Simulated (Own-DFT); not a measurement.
# Which defects push the lattice out? 4H SiC

No measurement is shown. These are fixed-geometry runs of a retired plane-wave code named Own-DFT, which no person has reviewed; spin and spin-orbit coupling are neglected.

All runs used: PBE; PseudoDojo norm-conserving scalar-relativistic files; cutoff 42 hartree; 4 x 4 x 3 k mesh centred on Gamma; Fermi-Dirac smearing of 0.1 eV.

Known weak points (not all hold for every row): not probed for a lower state with spin; forces on such cells failed a check on a denser k mesh; forces on such cells passed a denser k mesh, each cell not checked; stress not checked against mesh or cutoff.

All runs share one cell, with vectors in Å (9.248, 0.000, 0.000); (-4.624, 8.009, 0.000); (0.000, 0.000, 10.068) and a volume of 745.7 Å³. u is the rms random offset of the atoms per axis. The defect's site can differ from row to row.

```
cell,formula,u (Å),P (GPa)
no defect,C36Si36,0.0281,3.55
no defect,C36Si36,0.0283,3.59
no defect,C36Si36,0.0653,6.80
one Al on a Si site and one N on a C site,AlC35NSi35,0.0487,5.05
one Al on a Si site and one N on a C site,AlC35NSi35,0.0487,5.16
one Al on a Si site and one N on a C site,AlC35NSi35,0.0493,5.38
one C vacancy,C35Si36,0.0296,3.64
one C vacancy,C35Si36,0.0312,3.55
one C vacancy,C35Si36,0.0462,4.39
one C vacancy,C35Si36,0.0473,?
two Al on a Si site each,Al2C36Si34,0.0314,5.83
two Al on a Si site each,Al2C36Si34,0.0489,6.90
two Al on a Si site each,Al2C36Si34,0.0493,7.12
one C on a Si site,C37Si35,0.0477,2.82
one C on a Si site,C37Si35,0.0490,3.26
one C on a Si site,C37Si35,0.0518,3.41
```

## Analysis

P = P0 + c u² + a shift for each defect gives P0 = 2.89 GPa, c = 896 ± 46 GPa/Å² and a scatter of 0.15 GPa. The shifts, and each times the cell's volume:

- two Al on a Si site each: 1.99 ± 0.12 GPa, 9.3 eV (4.6 eV for each of its 2 sites)
- one Al on a Si site and one N on a C site: 0.16 ± 0.12 GPa, 0.7 eV (not resolved)
- one C vacancy: -0.22 ± 0.12 GPa, -1.0 eV (not resolved)
- one C on a Si site: -1.93 ± 0.12 GPa, -9.0 eV

Against the defect-free cell, a freed cell would be larger where the shift is positive and smaller where it is negative (160.2 GPa Å³ is 1 eV). The atoms around the defects weren't relaxed, which would change these numbers.

## Test on the hidden row

Asked: what pressure belongs in the blank (one C vacancy, u = 0.0473 Å)?

The fit gives 4.68 ± 0.18 GPa. The hidden result is 4.58 GPa.
